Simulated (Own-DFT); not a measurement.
# What random displacements cost in monoclinic HfO2, 96 atoms (Hf32O64)

Calculated results; nothing here was measured. They come from Own-DFT, an in-house plane-wave density functional program, since retired, whose code no person has reviewed. Each row is one single-point run on a periodic cell that was not relaxed, without spin or spin-orbit coupling.

Settings of every run: PBEsol; PseudoDojo norm-conserving scalar-relativistic files, made for PBE; cutoff 72 hartree; 2 x 2 x 2 k mesh centred on Gamma; Fermi-Dirac smearing of 0.1 eV.

Known limits, some of them of some rows only: some atoms lie very close together; hafnium file: forces about 75 meV/angstrom off all-electron values; oxygen file: force components 24 meV/angstrom off all-electron in a glass; forces on such cells passed a denser k mesh, each cell not checked; stress not checked against mesh or cutoff.

Cell vectors in Å: (10.234, 0.000, 0.000); (0.000, 10.350, 0.000); (-1.696, 0.000, 10.445). In each run every atom was moved at random and independently from its ideal site; u is the rms move along one axis. E is the free energy for each atom above the fitted value at u = 0, and F the rms of the force components.

| run | u (Å) | E (meV/atom) | F (eV/Å) | largest force (eV/Å) | P (GPa) |
|---|---|---|---|---|---|
| 1 | 0.0184 | 8.7 | 0.409 | 1.75 | -2.37 |
| 2 | 0.0195 | 9.1 | 0.389 | 1.40 | -2.49 |
| 3 | 0.0217 | ? | ? | ? | ? |
| 4 | 0.0466 | 54.1 | 1.004 | 4.33 | -0.83 |
| 5 | 0.0496 | 57.4 | 1.017 | 4.10 | -1.32 |
| 6 | 0.0801 | 158.1 | 1.802 | 8.69 | 3.47 |
| 7 | 0.0815 | 168.6 | 1.956 | 10.96 | 3.36 |
| 8 | 0.1228 | 410.4 | 3.416 | 22.34 | 11.68 |

## Worked fit

For small independent moves the energy grows as E = (3/2) K u², with K the mean stiffness felt by one atom. The runs with u up to 0.11 Å give K = 16.4 ± 0.3 eV/Å², with residuals divided by u² + 0.0006 Å², since the noise grows with the moves. The scatter is 2.1 meV/atom at u = 0.05 Å. The forces follow F = G u with G = 21.8 eV/Å²; no force at u = 0 is resolved. G exceeds K because the moves of its neighbours add to the force on an atom, and stiffness differs between atoms. The pressure follows P = -2.98 + 963 u² GPa: at fixed volume, shortened bonds push harder than stretched ones pull.

## Withheld run

Question: what energy and rms force should run 3 give?

The fit gives 12 ± 1 meV/atom and about 0.47 eV/Å. The calculation gave 12.5 meV/atom and 0.476 eV/Å.
